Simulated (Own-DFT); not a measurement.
# Biaxial strain at fixed height in wurtzite AlGaN with randomly placed atoms, 128 atoms (Al48Ga16N64)

Everything here is calculated. The program is Own-DFT (plane waves, in-house, since retired, never reviewed by a person); positions were held fixed, and spin and spin-orbit coupling were off.

Method: PBE; PseudoDojo norm-conserving scalar-relativistic files (stringent for Ga); cutoff 96 hartree; 3 x 3 x 3 k mesh centred on Gamma; Gaussian smearing of 0.01 eV.

Caveats: k mesh not checked against a denser one; stress not checked against mesh or cutoff.

Unstrained cell vectors in Å: (12.525, 0.000, 0.000); (-6.263, 10.847, 0.000); (0.000, 0.000, 10.066). The unstrained cell has measured lattice constants (interpolated for alloys), not those of this functional. That, the random moves and any unrelaxed bonds set the pressure at no strain. Each run strains x and y alike by e, as a substrate would, and holds the height along z. Each atom got a random Gaussian move of width 0.05 Å along each axis. The random placing of the alloy's atoms differs from row to row. Stress is positive in tension.

| e (%) | u (Å) | (s_xx + s_yy)/2 (GPa) | s_zz (GPa) |
|---|---|---|---|
| -2.75 | 0.051 | -25.10 | -10.97 |
| -1.75 | 0.051 | ? | ? |
| -1.50 | 0.050 | -15.75 | -7.99 |
| 0.25 | 0.048 | -4.37 | -5.81 |
| 0.50 | 0.049 | -3.28 | -6.33 |
| 0.75 | 0.048 | -1.76 | -6.03 |
| 1.25 | 0.051 | 0.27 | -4.91 |
| 1.50 | 0.048 | 1.14 | -2.91 |
| 2.00 | 0.049 | 3.93 | -2.80 |
| 2.75 | 0.048 | 7.04 | -1.71 |

## Fit

With e as a fraction, the in-plane stress is -6.1 + 580 e - 3965 e² GPa (errors 6 and 375, scatter 0.31), and s_zz is -6.4 + 163 e GPa (slope ± 15, scatter 0.72). At e = 0 the first slope is C11 + C12 and the second 2 C13, both with the ions held to the strained lattice and at the cell's own pressure. The term in e² is negative: the layer stiffens under compression and softens under tension. A free layer would change its height as e changes, and the in-plane slope would drop by 2 C13²/C33 to the biaxial modulus. At fixed height, a misfit of 1 % moves the in-plane stress by about 5.8 GPa and s_zz by 1.6 GPa.

## Test on the hidden row

Asked: what are the two stresses at e = -1.75 %?

Estimate: -17.5 and -9.2 GPa. The calculation gave -17.05 and -9.79 GPa.
